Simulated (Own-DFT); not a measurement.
## Calculated data, InAs (zincblende, strongly disordered by large displacements), GaP (zincblende, strongly disordered by large displacements)

Computed with Own-DFT development build. A calculation, not a measurement: plane-wave PBE density functional theory by an unreviewed code, no spin, of a simulated periodic cell, stress positive in tension, free energy of the whole cell less one offset for each atom, forces on such cells passed a denser k mesh, this cell's mesh not checked; broken bonds can close the gap or carry spin, so checks made on this kind of crystal may not hold here; offsets are fitted by least squares, one for each functional and potential file, so energies compare only between cells with the same atoms and settings and are not formation energies; the far tail of each file's local potential was reset to the Coulomb form; each entry is a single point on an unrelaxed cell, so the pressure reflects the starting lattice, mostly measured values (interpolated for alloys), from which strain is counted, and rises with the displacements; printed positions are rounded, which can move forces by about a meV/angstrom; the program, named Own-DFT, is a retired in-house code; no spin-orbit coupling.

Settings shared by all entries: functional PBE; potential files PseudoDojo norm-conserving, scalar-relativistic, standard set; wave cutoff 42 hartree; occupations Fermi-Dirac; smearing width 0.1 eV; k mesh 3 x 3 x 3 centred on Gamma.

(1) InAs (zincblende, strongly disordered by large displacements)

```
cell vectors (Å)
  12.1166     0.0000     0.0000
   0.0000    12.1166     0.0000
   0.0000     0.0000    12.1166
atoms (fractions of the cell vectors)
In  0.96787  0.97297  0.97848
In  0.03355  0.28200  0.23049
In  0.25352  0.99112  0.25634
In  0.23753  0.24287  0.07120
As  0.10470  0.15343  0.11977
As  0.09611  0.40934  0.33671
As  0.34443  0.12840  0.36233
As  0.33328  0.36393  0.13691
In  0.95061  0.98292  0.51959
In  0.94438  0.23265  0.75001
In  0.25649  0.00849  0.75978
In  0.25162  0.25225  0.49459
As  0.15651  0.07437  0.62552
As  0.14070  0.37983  0.90251
As  0.35974  0.12562  0.88777
As  0.38806  0.36840  0.67003
In  0.01711  0.52331  0.01683
In  0.01424  0.72340  0.21275
In  0.22413  0.47594  0.25219
In  0.23987  0.77682  0.99347
As  0.14843  0.64700  0.14304
As  0.11456  0.88570  0.36684
As  0.38559  0.67607  0.37915
As  0.42091  0.87236  0.10708
In  0.03303  0.52168  0.47357
In  0.99407  0.79327  0.70440
In  0.30345  0.49785  0.73214
In  0.26557  0.77187  0.46025
As  0.11552  0.59726  0.61601
As  0.10823  0.90450  0.85499
As  0.32954  0.63351  0.90961
As  0.33534  0.88764  0.65278
In  0.50844  0.97641  0.00205
In  0.50470  0.24164  0.22142
In  0.77539  0.06202  0.26587
In  0.76001  0.25833  0.00357
As  0.62292  0.17290  0.12139
As  0.62669  0.38236  0.36497
As  0.91125  0.14808  0.41361
As  0.89252  0.39113  0.12798
In  0.49012  0.99212  0.51428
In  0.51281  0.28515  0.74884
In  0.73576  0.99706  0.73846
In  0.74093  0.22881  0.47641
As  0.60767  0.12664  0.68258
As  0.66267  0.35065  0.90009
As  0.85688  0.16566  0.89551
As  0.94537  0.35232  0.56840
In  0.48841  0.52312  0.99371
In  0.51773  0.79206  0.21856
In  0.75800  0.44533  0.22392
In  0.78277  0.73641  0.04001
As  0.59855  0.60245  0.13374
As  0.62689  0.86939  0.32252
As  0.90869  0.61773  0.41016
As  0.84838  0.88006  0.12094
In  0.50718  0.53893  0.48265
In  0.49681  0.77792  0.73611
In  0.71122  0.50404  0.76643
In  0.77627  0.74551  0.54330
As  0.59183  0.63009  0.68579
As  0.60827  0.87170  0.84623
As  0.88801  0.65629  0.91281
As  0.86126  0.90317  0.63943
```

Here we set hardware one NVIDIA H200.

Results for InAs (zincblende, strongly disordered by large displacements): free energy of cell above offsets 47.700 eV; pressure 18.82 GPa; stress xx -20.93 GPa; stress yy -18.29 GPa; stress zz -17.23 GPa; stress yz -2.99 GPa; stress xz 2.43 GPa; stress xy 4.4 GPa; wall time 1235 s.

Force:
```csv
element,x (eV/Å),y (eV/Å),z (eV/Å)
In,-0.732,1.946,0.718
In,-4.308,-3.126,-0.225
In,-0.71,-0.749,-2.185
In,3.069,-2.236,-9.854
As,-7.916,-11.5,0.609
As,-4.298,-2.375,8.156
As,3.585,0.843,0.385
As,10.04,7.787,2.536
In,7.882,4.436,-7.512
In,3.842,2.674,-4.42
In,1.213,2.718,7.617
In,-1.274,0.651,1.532
As,-5.128,3.475,-5.689
As,-0.253,0.054,-0.677
As,1.637,1.308,1.87
As,-1.661,-3.933,-10.67
In,0.851,-0.33,-1.294
In,-9.047,5.962,6.114
In,8.874,6.602,-4.269
In,-1.653,3.219,1.302
As,8.236,-4.569,-4.523
As,-1.925,-0.736,0.161
As,5.473,-5.236,-4.845
As,-13.19,0.009,-1.574
In,3.985,-5.189,2.56
In,4.779,-4.899,2.761
In,-7.753,9.974,5.204
In,-6.117,4.212,5.284
As,3.763,3.432,5.524
As,0.649,-1.907,0.253
As,2.194,-3.167,-3.301
As,3.169,-5.148,-5.38
In,4.213,7.479,-6.521
In,-8.249,4.767,7.332
In,-0.954,-1.412,-0.879
In,2.213,0.004,11.49
As,6.493,-6.715,-5.153
As,-1.359,-0.716,1.089
As,1.575,1.177,-1.777
As,4.885,-2.394,-4.87
In,-0.076,0.324,-0.486
In,6.383,-4.26,6.411
In,-0.958,1.265,4.014
In,-2.034,1.494,2.142
As,-0.881,0.322,-3.984
As,-8.171,7.249,-6.93
As,3.531,-9.115,-2.211
As,-1.539,-1.783,1.153
In,-0.942,-1.725,-1.221
In,-0.365,-10.87,1.719
In,-6.123,4.183,4.305
In,-6.664,-4.145,-0.281
As,2.807,1.03,1.87
As,8.026,5.836,8.648
As,-9.329,6.972,-5.383
As,2.608,5.867,4.796
In,0.544,-0.496,0.959
In,-6.298,1.241,-1.013
In,3.266,-1.183,1.592
In,-1.758,-2.231,-1.854
As,1.377,-2.643,-4.496
As,4.023,1.972,4.547
As,2.326,-2.432,-5.24
As,-5.847,-3.261,4.071
```

(2) InAs (zincblende, strongly disordered by large displacements)

```
cell vectors (Å)
  12.1166     0.0000     0.0000
   0.0000    12.1166     0.0000
   0.0000     0.0000    12.1166
atoms (fractions of the cell vectors)
In  0.98571  0.99887  0.99331
In  0.00789  0.26947  0.27221
In  0.24710  0.99435  0.25336
In  0.25337  0.26897  0.98405
As  0.10012  0.11271  0.14538
As  0.11261  0.37598  0.38185
As  0.34923  0.11616  0.36684
As  0.39497  0.38152  0.13998
In  0.98109  0.01281  0.50216
In  0.00244  0.28274  0.71459
In  0.26643  0.99644  0.72306
In  0.24935  0.25990  0.49525
As  0.10898  0.13764  0.60127
As  0.14206  0.40038  0.88884
As  0.37248  0.11304  0.84570
As  0.41841  0.36583  0.62435
In  0.01292  0.47673  0.99758
In  0.98987  0.74861  0.25220
In  0.24621  0.51523  0.26331
In  0.25823  0.73899  0.02514
As  0.10944  0.64384  0.09355
As  0.12387  0.84429  0.36381
As  0.39107  0.61393  0.35767
As  0.37290  0.86202  0.10289
In  0.99378  0.52325  0.46651
In  0.98594  0.74950  0.74050
In  0.25746  0.49852  0.77825
In  0.26368  0.72570  0.50368
As  0.15173  0.58209  0.63051
As  0.11829  0.86906  0.89448
As  0.37970  0.61918  0.86026
As  0.39561  0.86110  0.62821
In  0.48014  0.99000  0.99672
In  0.54058  0.22886  0.26213
In  0.73573  0.97492  0.22421
In  0.76543  0.26498  0.98209
As  0.63604  0.12779  0.13949
As  0.59930  0.40144  0.35701
As  0.86627  0.10547  0.37478
As  0.86892  0.38004  0.14375
In  0.49884  0.05570  0.47560
In  0.50924  0.25399  0.74083
In  0.73621  0.98288  0.74461
In  0.74736  0.23358  0.48645
As  0.62400  0.13073  0.61790
As  0.63166  0.36536  0.86471
As  0.87393  0.10923  0.85603
As  0.85674  0.35186  0.62556
In  0.50499  0.46497  0.99966
In  0.50507  0.74818  0.24858
In  0.74107  0.49151  0.22170
In  0.77244  0.75833  0.02209
As  0.64428  0.59176  0.09977
As  0.62121  0.90838  0.35377
As  0.84487  0.61970  0.37833
As  0.87709  0.87204  0.13768
In  0.50079  0.50180  0.50035
In  0.49307  0.74168  0.75880
In  0.73190  0.48626  0.75198
In  0.74407  0.75300  0.52224
As  0.60916  0.61088  0.60373
As  0.60974  0.84652  0.86895
As  0.88322  0.63730  0.88205
As  0.87819  0.85638  0.59450
```

Here we set hardware one NVIDIA H200.

It finds free energy of cell above offsets -2.884 eV; pressure 8.77 GPa; stress xx -9.82 GPa; stress yy -8.19 GPa; stress zz -8.29 GPa; stress yz -0.11 GPa; stress xz -1.34 GPa; stress xy -1.32 GPa; wall time 1174 s.

Force:
```csv
element,x (eV/Å),y (eV/Å),z (eV/Å)
In,0.471,0.1,0.655
In,-2.99,-3.99,-2.959
In,-1.55,-2.28,-1.853
In,1.734,-2.672,2.206
As,0.648,0.986,-0.922
As,3.291,2.885,1.774
As,0.349,2.89,-0.13
As,-1.996,-1.897,1.116
In,1.565,-1.81,-0.109
In,3.458,-1.969,3.272
In,-2.526,-1.024,-0.366
In,0.981,0.108,0.648
As,1.805,-0.427,1.494
As,-1.398,-3.855,-2.269
As,0.887,2.149,2.095
As,-5.017,1.986,-2.115
In,-4.051,2.681,2.643
In,-0.392,-2.125,0.11
In,-1.655,-0.98,-2.149
In,-0.239,-1.209,-4.282
As,-2.237,-2.41,2.869
As,1.403,1.694,2.128
As,0.023,1.003,1.552
As,1.729,2.023,4.203
In,0.936,-0.761,2.603
In,1.992,-0.175,0.394
In,1.77,-0.495,-3.346
In,-0.114,0.434,0.144
As,-2.344,1.849,-2.064
As,0.811,-0.222,-1.72
As,0.846,0.196,4.06
As,-0.675,1.066,-2.469
In,1.831,1.609,-1.433
In,-3.76,2.149,2.173
In,2.262,2.247,-0.866
In,0.794,-1.816,1.101
As,1.296,-1.376,-5.336
As,2.111,-1.743,-0.112
As,-0.889,1.362,-2.874
As,3.727,-3.003,-2.667
In,0.924,-2.544,1.082
In,1.18,-3.384,2.83
In,-0.072,-0.458,-0.247
In,-0.342,1.302,-0.643
As,0.714,-1.004,0.898
As,-1.618,-0.981,1.487
As,-0.115,1.431,-0.159
As,-3.12,3.354,-2.303
In,-0.029,1.771,-1.567
In,1.011,0.546,-1.132
In,-0.333,0.555,5.079
In,-2.453,-2.106,-2.43
As,-2.651,4.449,-2.316
As,-2.987,-3.069,4.32
As,-0.749,1.005,-1.668
As,2.079,1.445,-0.507
In,-2.533,-1.313,-2.019
In,0.233,-1.375,-2.501
In,2.288,2.809,-1.776
In,-3.911,-2.122,-2.931
As,2.877,3.101,3.941
As,2.938,2.483,2.638
As,-0.799,-2.044,-0.249
As,2.581,2.976,2.975
```

(3) GaP (zincblende, strongly disordered by large displacements)

```
cell vectors (Å)
  10.9010     0.0000     0.0000
   0.0000    10.9010     0.0000
   0.0000     0.0000    10.9010
atoms (fractions of the cell vectors)
Ga  0.98273  0.98283  0.96121
Ga  0.01028  0.22751  0.29719
Ga  0.24881  0.03474  0.25652
Ga  0.26469  0.24201  0.00345
P   0.15892  0.15618  0.13674
P   0.08420  0.38536  0.35944
P   0.37606  0.15826  0.34447
P   0.34420  0.33058  0.14314
Ga  0.97837  0.99049  0.51112
Ga  0.01156  0.23106  0.78146
Ga  0.24990  0.99866  0.72292
Ga  0.24543  0.23161  0.45316
P   0.12860  0.13704  0.66724
P   0.14947  0.33322  0.85075
P   0.36094  0.15074  0.87913
P   0.37210  0.37789  0.62324
Ga  0.01863  0.51243  0.99328
Ga  0.01805  0.73308  0.20677
Ga  0.30758  0.48252  0.24228
Ga  0.23254  0.72292  0.00554
P   0.18152  0.59466  0.12342
P   0.12054  0.86026  0.36420
P   0.34588  0.57357  0.41669
P   0.34693  0.84872  0.07986
Ga  0.97002  0.47453  0.47041
Ga  0.04526  0.68796  0.73368
Ga  0.27719  0.51654  0.74578
Ga  0.24719  0.71736  0.47242
P   0.17611  0.58993  0.58963
P   0.13879  0.86613  0.86790
P   0.34508  0.61694  0.90376
P   0.37931  0.84852  0.60072
Ga  0.50794  0.02907  0.00094
Ga  0.52224  0.26399  0.28336
Ga  0.73659  0.98719  0.20749
Ga  0.72652  0.22445  0.98341
P   0.62573  0.10396  0.11826
P   0.63554  0.37859  0.36825
P   0.87018  0.17556  0.41937
P   0.87316  0.42764  0.16544
Ga  0.47364  0.95599  0.48712
Ga  0.51407  0.29164  0.70486
Ga  0.73592  0.04561  0.77800
Ga  0.72194  0.27941  0.49492
P   0.64263  0.13006  0.62751
P   0.64905  0.38311  0.88920
P   0.88816  0.12280  0.88557
P   0.85369  0.32124  0.65001
Ga  0.49693  0.53180  0.96253
Ga  0.47977  0.76132  0.22945
Ga  0.74980  0.49607  0.28226
Ga  0.75887  0.75262  0.99641
P   0.61883  0.60130  0.13261
P   0.62166  0.90194  0.38851
P   0.82957  0.60971  0.40430
P   0.90235  0.87963  0.09873
Ga  0.47822  0.47304  0.49815
Ga  0.54041  0.72350  0.80615
Ga  0.71537  0.47652  0.74383
Ga  0.70649  0.77426  0.49222
P   0.59840  0.64136  0.65076
P   0.60817  0.92426  0.84889
P   0.86873  0.55400  0.89299
P   0.90334  0.86194  0.64009
```

It was run with hardware one NVIDIA H100.

It finds free energy of cell above offsets 24.821 eV; pressure 16.31 GPa; stress xx -16.97 GPa; stress yy -15.2 GPa; stress zz -16.75 GPa; stress yz 1.11 GPa; stress xz 0.89 GPa; stress xy 0.56 GPa; wall time 598.6 s.

Force:
```csv
element,x (eV/Å),y (eV/Å),z (eV/Å)
Ga,4.645,-1.621,-0.003
Ga,-0.409,-2.498,-4.2
Ga,-0.466,-4.912,-0.078
Ga,-3.199,1.693,-2.685
P,-5.834,-1.234,0.588
P,6.565,1.268,-1.986
P,2.998,-4.271,1.277
P,4.852,0.177,2.161
Ga,1.209,1.46,-0.986
Ga,-4.045,1.077,-1.209
Ga,2.269,-2.283,1.561
Ga,-4.129,2.926,4.547
P,0.756,-0.872,-5.949
P,2.52,5.279,2.056
P,4.612,-3.993,-4.241
P,-4.31,-1.563,-0.309
Ga,3.681,-2.197,2.639
Ga,0.513,-0.387,1.431
Ga,-1.237,2.339,1.572
Ga,-3.611,4.585,-2.801
P,-4.879,-2.915,3.147
P,0.021,1.166,-0.31
P,0.823,-0.474,-4.692
P,4.336,5.368,3.645
Ga,-2.624,1.801,5.157
Ga,-1.337,1.148,0.557
Ga,-0.704,-1.88,0.331
Ga,-1.208,8.364,-0.582
P,-4.636,-2.251,1.975
P,-0.582,-0.661,-0.601
P,0.651,0.087,-4.559
P,-3.144,-2.159,3.839
Ga,-5.395,-2.724,-4.114
Ga,-1.273,-2.378,-5.166
Ga,3.772,-3.041,3.499
Ga,1.519,0.183,1.042
P,-0.174,6.099,2.588
P,-3.256,3.347,1.725
P,0.645,-4.809,-0.582
P,4.188,-3.486,-4.193
Ga,-0.922,5.601,-0.513
Ga,3.379,-3.583,3.658
Ga,2.812,-0.246,-1.518
Ga,1.123,-2.741,4.325
P,-2.832,0.715,-2.193
P,-4.562,-1.253,2.469
P,-3.02,2.649,0.442
P,0.782,2.882,-0.169
Ga,4.947,-3,2.923
Ga,0.588,-0.686,-0.279
Ga,-2.297,2.402,-3.038
Ga,-0.767,-1.383,-0.559
P,-0.504,1.922,-0.041
P,1.342,1.267,-6.493
P,2.114,4.839,2.536
P,-2.409,-1.886,3.119
Ga,5.582,0.452,0.21
Ga,-1.765,2.398,3.469
Ga,3.064,2.343,-4.083
Ga,3.777,-3.933,4.134
P,1.945,-2.901,-4.958
P,-1.635,-3.44,2.083
P,-2.641,3.363,-2.742
P,-2.221,-1.538,1.133
```

(4) InAs (zincblende, strongly disordered by large displacements)

```
cell vectors (Å)
  12.1166     0.0000     0.0000
   0.0000    12.1166     0.0000
   0.0000     0.0000    12.1166
atoms (fractions of the cell vectors)
In  0.93595  0.99401  0.98211
In  0.98722  0.28489  0.27829
In  0.26995  0.99322  0.26775
In  0.24399  0.18745  0.98327
As  0.14151  0.14321  0.18033
As  0.15725  0.37435  0.37356
As  0.39568  0.08992  0.34779
As  0.38377  0.38763  0.08715
In  0.04553  0.05510  0.47439
In  0.99644  0.26457  0.76585
In  0.27903  0.00480  0.73297
In  0.27896  0.19777  0.45816
As  0.12370  0.13687  0.61688
As  0.13345  0.34233  0.89575
As  0.39988  0.12057  0.93046
As  0.35948  0.35803  0.67646
In  0.04332  0.48689  0.96715
In  0.98872  0.79409  0.23586
In  0.23389  0.51942  0.25905
In  0.23025  0.73566  0.00191
As  0.10973  0.64847  0.09845
As  0.14961  0.84614  0.39910
As  0.42369  0.64752  0.36873
As  0.35432  0.89157  0.15336
In  0.99295  0.47609  0.49737
In  0.99480  0.72930  0.74674
In  0.21611  0.50510  0.74277
In  0.28290  0.73485  0.42380
As  0.10495  0.60331  0.63191
As  0.11463  0.84635  0.92616
As  0.36698  0.60827  0.84033
As  0.38351  0.90334  0.63021
In  0.52407  0.96452  0.05195
In  0.52904  0.26866  0.25123
In  0.79115  0.94394  0.23120
In  0.72457  0.25402  0.00649
As  0.63097  0.14946  0.13920
As  0.64148  0.36508  0.41852
As  0.86760  0.14246  0.38196
As  0.85517  0.35162  0.17166
In  0.51855  0.02058  0.48191
In  0.49001  0.25019  0.73030
In  0.72442  0.99524  0.67267
In  0.74826  0.23172  0.52224
As  0.60369  0.16587  0.60178
As  0.62893  0.36546  0.81419
As  0.88483  0.14308  0.89268
As  0.87185  0.36977  0.64290
In  0.50258  0.49855  0.94829
In  0.48968  0.76390  0.23612
In  0.73598  0.50459  0.25529
In  0.78406  0.72931  0.00186
As  0.61221  0.60917  0.13151
As  0.57166  0.87754  0.39089
As  0.88444  0.59665  0.38607
As  0.86865  0.83714  0.11490
In  0.47568  0.49680  0.50937
In  0.52537  0.79780  0.70515
In  0.72723  0.51997  0.73455
In  0.71630  0.74569  0.49939
As  0.62745  0.59697  0.60474
As  0.65979  0.88437  0.89241
As  0.90004  0.59998  0.90690
As  0.87904  0.89303  0.57120
```

It was run with hardware one NVIDIA H200.

It finds free energy of cell above offsets 24.199 eV; pressure 13.14 GPa; stress xx -15.22 GPa; stress yy -13.06 GPa; stress zz -11.15 GPa; stress yz -0.42 GPa; stress xz -0.56 GPa; stress xy 4.88 GPa; wall time 1244 s.

Force:
```csv
element,x (eV/Å),y (eV/Å),z (eV/Å)
In,2.959,-4.028,2.039
In,4.21,-1.948,2.066
In,-9.614,0.679,2.095
In,-5.446,2.398,3.543
As,-0.684,-0.174,-0.752
As,-0.677,-1.224,1.823
As,5.335,4.95,0.404
As,-0.534,-0.679,1.749
In,-3.072,-3.34,-3.945
In,0.317,-0.717,-0.775
In,-4.362,4.098,4.924
In,-1.979,2.948,2.486
As,3.295,2.155,4.725
As,2.755,-1.996,-1.719
As,6.062,-2.801,-3.701
As,-5.221,4.202,-4.349
In,-0.653,1.319,3.556
In,6.915,-3.804,6.654
In,1.195,1.164,-2.384
In,10.96,-0.942,-1.408
As,-4.45,-4.388,5.75
As,-6.797,5.645,-1.482
As,3.768,-7.311,0.395
As,2.751,-5.699,-7.252
In,1.464,-1.363,1.203
In,-0.718,1.765,0.959
In,2.163,-2.867,2.656
In,-1.14,-0.588,4.376
As,-1.233,1.981,-3.875
As,-5.504,5.882,-4.988
As,0.092,2.67,0.364
As,1.499,-2.557,-5.817
In,0.529,1.067,-0.887
In,-2.369,2.316,1.315
In,-5.36,6.755,6.519
In,1.814,1.777,-2.548
As,0.667,-4.843,0.097
As,-1.959,2.283,-2.174
As,0.716,-2.117,-1.148
As,-3.734,2.257,-4.637
In,-1.168,3.808,4.955
In,1.271,-3.964,4.404
In,0.105,-0.276,1.491
In,6.737,2.491,-1.459
As,-3.485,-4.625,1.819
As,1.069,-0.197,3.786
As,-2.72,3.374,-2.377
As,-0.688,0.496,-0.863
In,0.771,-0.702,0.734
In,2.345,1.006,-3.443
In,0.736,-0.6,1.433
In,-5.907,-3.907,-3.595
As,-0.343,1.215,-1.826
As,4.525,-5.612,-3.235
As,-1.676,3.101,-1.871
As,1.349,2.036,-5.499
In,-0.74,-2.262,0.388
In,2.361,-2.501,2.433
In,5.136,-1.403,4.085
In,1.759,1.054,-1.213
As,-3.179,3.5,-2.388
As,-0.217,-0.26,-0.75
As,-2.379,0.331,-3.373
As,0.378,-1.024,0.509
```
